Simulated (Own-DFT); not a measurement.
# How strain changes the stress of 4H SiC, 72 atoms (C36Si36)

All numbers below are calculated, not measured. The program, named Own-DFT, is a retired in-house plane-wave density functional code that no person has reviewed. Each row is one single-point run on a periodic cell that was not relaxed, without spin or spin-orbit coupling.

Settings of every run: PBE; PseudoDojo norm-conserving scalar-relativistic files; cutoff 42 hartree; 4 x 4 x 3 k mesh centred on Gamma; Fermi-Dirac smearing of 0.1 eV.

Known limits: forces on such cells passed a denser k mesh, each cell not checked; stress not checked against mesh or cutoff.

Unstrained cell vectors in Å: (9.248, 0.000, 0.000); (-4.624, 8.009, 0.000); (0.000, 0.000, 10.068). The unstrained cell has measured lattice constants (interpolated for alloys), not those of this functional. That, the random moves and any unrelaxed bonds set the pressure at no strain. Each run strains this cell uniformly, with the atoms carried along. Every atom was also moved at random, by a Gaussian of width 0.05 Å on each axis. Strain is the symmetric tensor, in per cent. Stress is positive in tension, and the pressure is minus a third of its trace.

```
run  e_xx (%)  e_yy (%)  e_zz (%)  e_yz (%)  e_xz (%)  e_xy (%)  s_xx (GPa)  s_yy (GPa)  s_zz (GPa)  s_yz (GPa)  s_xz (GPa)  s_xy (GPa)  P (GPa)  E (meV/atom)
  1     -0.30     -0.33     -0.37     -0.84      0.65     -1.37       -7.24       -7.04       -8.01       -1.81        1.95       -7.49     7.43           1.1
  2     -1.93     -1.36     -0.10     -0.23      1.70     -1.15      -19.49      -13.03       -8.98       -0.91        6.51       -4.59    13.83          35.9
  3      1.73      0.92     -1.71     -1.55     -0.63      0.45        4.61        1.45      -17.04       -5.12       -1.71        1.86     3.66          23.6
  4      1.86      0.83      1.86     -0.84     -0.73      1.59        6.53        3.05        3.76       -2.52       -2.37        6.58    -4.45           0.0
  5      0.00      1.77     -0.47     -0.59     -1.24     -1.73       -2.66        3.15      -10.77       -1.52       -3.36       -8.52     3.43          38.0
  6      0.17      0.89      1.41      0.91     -1.11      1.72       -3.69        0.91        2.07        2.91       -3.17        6.98     0.23          17.7
  7     -1.82      0.98      0.01     -1.30      0.37     -1.90      -15.43       -1.27       -7.33       -4.79        0.16       -8.60     8.01          42.1
  8      0.60      0.52     -0.93      1.58      1.57      1.86       -2.21       -2.40      -11.54        6.33        6.14        8.25     5.38          27.8
  9      1.76      1.60      0.29     -1.13      0.84      1.55        6.45        4.55       -4.10       -3.77        2.95        5.59    -2.30           8.0
 10      0.46     -1.12     -1.75     -1.08      1.98      1.17       -4.36      -11.29      -17.49       -1.99        6.63        6.18    11.05          37.0
 11     -1.09     -1.70     -0.96     -0.44      1.28     -0.59      -14.95      -14.23      -15.53       -1.75        4.38       -3.59    14.90          42.3
 12      1.94     -1.54     -0.79     -1.42      1.86      1.06        3.66      -14.15      -11.09       -3.75        6.41        5.36     7.19          46.3
 13     -0.70     -0.08     -0.43     -0.46      0.16     -0.01       -8.21       -7.22       -8.59       -2.00        0.19       -1.29     8.01          13.1
 14      1.78      1.76     -0.79     -0.13      0.00     -0.41        4.60        7.49      -11.71       -0.27        0.70       -1.53    -0.13          15.1
 15     -1.01     -1.17      1.26      0.99      0.37      1.58      -10.89      -13.68        0.44        3.55        2.82        7.84     8.04          33.0
 16      1.04      0.10      0.27     -0.04      1.21     -1.40        1.32       -4.02       -3.83        0.02        3.74       -6.20     2.18          12.0
 17     -0.50      0.28      0.57      1.39     -0.44      1.58           ?           ?           ?           ?           ?           ?        ?             ?
```

E is the free energy for each atom above the lowest run shown.

## Worked fit

Each stress component was fitted by least squares to a constant and the strains of the runs shown, as fractions, with shears doubled. Shear strains stay in the fit of a normal stress only where such slopes are resolved. The slopes, in GPa:

```
stress,at no strain,per e_xx,per e_yy,per e_zz,scatter
s_xx,-5.5,574 ± 22,102 ± 24,47 ± 26,1.02
s_yy,-5.1,78 ± 27,563 ± 30,27 ± 32,1.26
s_zz,-7.0,36 ± 23,10 ± 26,610 ± 28,1.09
```

Each shear stress against twice its own strain: yz 172 ± 10, xz 155 ± 11, xy 224 ± 12 GPa. These are stiffnesses along x, y and z of the frame in which the cell vectors are given, which need not be the crystal's axes. The atoms are held to the strained lattice; where symmetry lets them move under strain, relaxing them would lower some slopes. The table should be nearly symmetric about its diagonal, and what it lacks of that shows the noise. A ninth of its sum, 227 ± 4 GPa, estimates the bulk modulus near the mean pressure of these runs, 5.4 GPa, so it lies above the value at zero pressure.

## Withheld run

Question: what normal stresses and pressure should run 17 give?

The fit gives s_xx = -7.9, s_yy = -3.8, s_zz = -3.7 and P = 5.1 GPa. The calculation gave -7.82, -3.57, -2.40 and P = 4.60 GPa.
